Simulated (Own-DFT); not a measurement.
# Which defects push the lattice out? C40 NbSi2

No measurement is shown. These are fixed-geometry runs of a retired plane-wave code named Own-DFT, which no person has reviewed; spin and spin-orbit coupling are neglected.

Settings: PBE; PseudoDojo norm-conserving scalar-relativistic files; cutoff 42 hartree; 4 x 4 x 5 k mesh centred on Gamma; cold (Marzari-Vanderbilt) smearing of 0.2 eV.

Known weak points: forces on such cells failed a check on a denser k mesh; stress not checked against mesh or cutoff.

All runs share one cell, with vectors in Å (0.000, 8.324, 0.000); (-9.613, 0.000, 0.000); (0.000, 0.000, 6.586) and a volume of 527.0 Å³. Atoms were moved at random from their sites; u is the rms move along one axis. The defect's site can differ from row to row.

```
cell,formula,u (Å),P (GPa)
no defect,Nb12Si24,0.0196,1.46
no defect,Nb12Si24,0.0198,1.52
no defect,Nb12Si24,0.0565,2.72
two Nb on a Si site each,Nb14Si22,0.0257,7.41
two Nb on a Si site each,Nb14Si22,0.0312,7.51
two Nb on a Si site each,Nb14Si22,0.0527,8.29
two Si on a Nb site each,Nb10Si26,0.0317,1.63
two Si on a Nb site each,Nb10Si26,0.0323,1.73
two Si on a Nb site each,Nb10Si26,0.0486,2.45
two Nb vacancies,Nb10Si24,0.0276,0.06
two Nb vacancies,Nb10Si24,0.0295,0.13
two Nb vacancies,Nb10Si24,0.0511,?
two Nb vacancies,Nb10Si24,0.0513,1.01
one Si vacancy,Nb12Si23,0.0267,0.99
one Si vacancy,Nb12Si23,0.0488,1.76
one Si vacancy,Nb12Si23,0.0501,2.02
```

## What the rows give

P = P0 + c u² + a shift for each defect gives P0 = 1.27 GPa, c = 472 ± 22 GPa/Å² and a scatter of 0.08 GPa. The shifts, and each times the cell's volume:

- two Nb on a Si site each: 5.77 ± 0.07 GPa, 19.0 eV (9.5 eV for each of its 2 sites)
- two Si on a Nb site each: -0.03 ± 0.07 GPa, -0.1 eV (-0.1 eV for each of its 2 sites) (not resolved)
- one Si vacancy: -0.57 ± 0.07 GPa, -1.9 eV
- two Nb vacancies: -1.55 ± 0.07 GPa, -5.1 eV (-2.5 eV for each of its 2 sites)

Positive is outwards. The product with the volume (160.2 GPa Å³ to the eV) is nearly free of the cell's size; divided by the bulk modulus at the cell's pressure it gives the volume that the defect adds. The atoms around the defects weren't relaxed, which would change these numbers.

## Withheld run

Asked: what pressure belongs in the blank (two Nb vacancies, u = 0.0511 Å)?

Estimate: 0.96 ± 0.10 GPa. The hidden result is 0.19 GPa. This run lies off the fit, by chance or by something that the fit leaves out.
